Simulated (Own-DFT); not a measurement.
Simulation results for GaAs (zincblende with one plane slipped along a stacking-fault path, atoms displaced)

A calculation, not a measurement: plane-wave PBE density functional theory by an unreviewed code, no spin, of a simulated periodic cell, stress positive in tension, free energy of the whole cell less one offset for each atom, forces on such cells passed a denser k mesh, this cell's mesh not checked; offsets are fitted by least squares, one for each functional and potential file, so energies compare only between cells with the same atoms and settings and are not formation energies; the far tail of each file's local potential was reset to the Coulomb form; each entry is a single point on an unrelaxed cell, so the pressure reflects the starting lattice, mostly measured values (interpolated for alloys), from which strain is counted, and rises with the displacements; printed positions are rounded, which can move forces by about a meV/angstrom; the program, named Own-DFT, is a retired in-house code; no spin-orbit coupling. Program: Own-DFT development build.

```json
{"formula": "GaAs", "kind": "zincblende with one plane slipped along a stacking-fault path, atoms displaced", "structure": {"cell_angstrom": [[5.6533, -5.6533, 0.0], [0.0, 5.6533, -5.6533], [11.6364, 11.6364, 10.647]], "atoms_fractional": [["Ga", 0.00334, 0.00379, 0.99727], ["As", 0.98902, 0.98788, 0.12351], ["Ga", 0.15187, 0.31785, 0.16829], ["As", 0.15215, 0.296, 0.29652], ["Ga", 0.32126, 0.1277, 0.33778], ["As", 0.30806, 0.11569, 0.45261], ["Ga", 0.03655, 0.05907, 0.49748], ["As", 0.00658, 0.04589, 0.62693], ["Ga", 0.18632, 0.34898, 0.6625], ["As", 0.16462, 0.35525, 0.79191], ["Ga", 0.34412, 0.19715, 0.82963], ["As", 0.34663, 0.18325, 0.95464], ["Ga", 0.0096, 0.50824, 0.00123], ["As", 0.98638, 0.48017, 0.12124], ["Ga", 0.15018, 0.81147, 0.16507], ["As", 0.15021, 0.79001, 0.29184], ["Ga", 0.30637, 0.61051, 0.33437], ["As", 0.314, 0.61343, 0.45968], ["Ga", 0.03899, 0.56531, 0.49781], ["As", 0.02568, 0.54427, 0.62663], ["Ga", 0.18871, 0.87747, 0.66399], ["As", 0.17828, 0.85177, 0.79018], ["Ga", 0.34065, 0.66686, 0.83235], ["As", 0.35058, 0.66645, 0.95939], ["Ga", 0.49904, 0.00392, 0.00135], ["As", 0.49707, 0.9891, 0.12766], ["Ga", 0.65581, 0.30632, 0.16333], ["As", 0.65483, 0.3237, 0.28776], ["Ga", 0.81747, 0.13715, 0.33506], ["As", 0.79727, 0.10711, 0.45731], ["Ga", 0.51201, 0.06302, 0.49907], ["As", 0.52051, 0.05025, 0.62752], ["Ga", 0.68249, 0.3732, 0.66768], ["As", 0.67508, 0.35959, 0.79108], ["Ga", 0.83789, 0.1919, 0.83119], ["As", 0.83539, 0.17122, 0.962], ["Ga", 0.49093, 0.49858, 0.99923], ["As", 0.49669, 0.47905, 0.12587], ["Ga", 0.6536, 0.80295, 0.16809], ["As", 0.65104, 0.79883, 0.29359], ["Ga", 0.81722, 0.6519, 0.33581], ["As", 0.8082, 0.61853, 0.46426], ["Ga", 0.53704, 0.56945, 0.50209], ["As", 0.5152, 0.54976, 0.62866], ["Ga", 0.70408, 0.88072, 0.66641], ["As", 0.6788, 0.8486, 0.78804], ["Ga", 0.83923, 0.66877, 0.8279], ["As", 0.8441, 0.67101, 0.95641]]}, "settings": {"functional": "PBE", "potential_files": "PseudoDojo norm-conserving, scalar-relativistic, standard set", "wave_cutoff [hartree]": 42.0, "occupations": "Fermi-Dirac", "smearing_width [eV]": 0.1, "k_mesh": "4 x 4 x 2 centred on Gamma"}, "results": {"free_energy_of_cell_above_offsets [eV]": "-11.742", "pressure [GPa]": 5.86, "stress_xx [GPa]": -6.6, "stress_yy [GPa]": -6.19, "stress_zz [GPa]": -4.78, "stress_yz [GPa]": -0.17, "stress_xz [GPa]": -0.15, "stress_xy [GPa]": 2.49, "force_element": ["Ga", "As", "Ga", "As", "Ga", "As", "Ga", "As", "Ga", "As", "Ga", "As", "Ga", "As", "Ga", "As", "Ga", "As", "Ga", "As", "Ga", "As", "Ga", "As", "Ga", "As", "Ga", "As", "Ga", "As", "Ga", "As", "Ga", "As", "Ga", "As", "Ga", "As", "Ga", "As", "Ga", "As", "Ga", "As", "Ga", "As", "Ga", "As"], "force_x [eV/angstrom]": [0.196, 0.182, 0.367, -0.855, -1.323, -1.045, -0.575, 0.275, 0.923, -0.381, -0.47, -0.429, -0.478, 0.906, 0.174, 0.191, 0.749, -1.235, 0.611, -0.344, -0.084, 0.424, 0.491, -1.258, 0.037, -0.911, 0.564, 0.51, -0.823, -0.064, 3.576, -0.222, 0.123, -0.764, 0.085, -0.467, 1.842, -0.841, 0.157, -0.782, 0.73, -0.278, 0.868, 0.23, -1.885, 0.535, 1.312, -0.543], "force_y [eV/angstrom]": [-0.35, -0.025, -0.395, -0.85, -1.747, 1.056, 1.921, -3.265, 2.345, -1.332, -0.004, -0.014, -0.828, 0.556, 0.037, 0.38, 0.462, -0.624, 1.112, -0.415, 0.425, 0.042, 0.787, 1.41, -0.195, -0.612, 0.608, -0.16, 0.228, 0.007, -1.057, -0.931, -0.083, -0.768, 0.138, -0.25, -1.018, 0.352, 0.066, 0.964, -0.798, -1.625, 1.398, -0.993, 1.752, 0.754, 1.181, 0.364], "force_z [eV/angstrom]": [0.124, 0.088, 0.238, 0.233, -1.209, -2.298, 2.448, -0.459, -1.117, -0.042, 0.889, 0.736, -0.25, 0.086, -0.004, -0.398, -0.768, -2.837, 3.033, 0.119, 0.528, -0.188, -0.996, -1.372, 0.161, 0.883, -0.186, 0.982, -0.312, -1.617, 3.065, -0.144, -0.772, 0.578, 1.442, -0.815, 0.659, -0.2, -0.297, -0.854, 0.958, -3.181, 2.996, -0.168, 1.099, 0.1, -0.864, -0.094]}}
```
